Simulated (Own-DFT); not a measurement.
# Which way do the neighbours of a vacancy move? 2H SiC, 71 atoms (C35Si36), with one C vacancy

All numbers below are calculated, not measured. The program, named Own-DFT, is a retired in-house plane-wave density functional code that no person has reviewed. Each row is one single-point run on a periodic cell that was not relaxed, without spin or spin-orbit coupling.

Settings of every run: PBE; PseudoDojo norm-conserving scalar-relativistic files; cutoff 42 hartree; 4 x 4 x 3 k mesh centred on Gamma; Fermi-Dirac smearing of 0.1 eV.

Known limits: not probed for a lower state with spin; forces on such cells moved up to 12 meV/angstrom on a denser k mesh; stress not checked against mesh or cutoff.

Cell vectors in Å: (9.248, 0.000, 0.000); (-4.624, 8.009, 0.000); (0.000, 0.000, 10.068). Every atom was also moved at random, by a Gaussian of width 0.03 Å on each axis. The defect's site can differ from row to row. The empty site has 4 nearest neighbours, all Si. For each, d is its distance from the empty site and R the part of its force along the line away from it, positive outwards. The last column is the rms force component on atoms over 4.5 Å away.

```
run,d1 (Å),d2 (Å),d3 (Å),d4 (Å),R1 (eV/Å),R2 (eV/Å),R3 (eV/Å),R4 (eV/Å),far F (eV/Å)
1,1.854,1.889,1.894,1.901,-0.12,-0.66,-0.78,-0.78,0.75
2,1.853,1.887,1.901,1.914,-0.26,-0.47,-0.87,-0.50,1.03
3,1.846,1.847,1.887,1.942,0.38,-0.02,-0.04,-0.66,0.85
4,1.872,1.877,1.904,1.915,-0.31,-0.59,-0.67,-0.48,0.88
5,1.831,1.870,1.884,1.946,0.10,-0.54,-0.43,-1.06,0.82
6,1.857,1.912,1.914,1.923,-0.21,-0.48,-0.94,-0.83,0.94
7,1.886,1.887,1.923,1.923,-0.42,-0.48,-0.26,-1.03,0.84
8,1.856,1.859,1.883,1.920,-0.33,-0.21,-0.64,-0.58,0.91
9,1.862,1.870,1.884,1.895,?,?,?,?,?
```

## Worked fit

A straight line through the 32 neighbours shown gives R = -0.47 - 8.4 (d - 1.889) eV/Å, with a scatter of 0.22 left by the moves of the other atoms. The slope, with an error of 1.3, is the pull back towards the neighbour's own site. The constant, -0.47 ± 0.04 eV/Å, is the force at the mean distance: with one bond gone, the neighbours are pushed inwards, towards the empty site. It shows how a relaxation would start, not where it would end, and it depends somewhat on the width of the random moves.

## Withheld run

Question: what mean R should the neighbours of run 9 feel? Their mean d is 1.878 Å.

The line gives -0.38 ± 0.14 eV/Å, by the scatter of the means of the runs shown. The calculation gave R = -0.14, -0.60, -0.25, -0.50, a mean of -0.37 eV/Å.
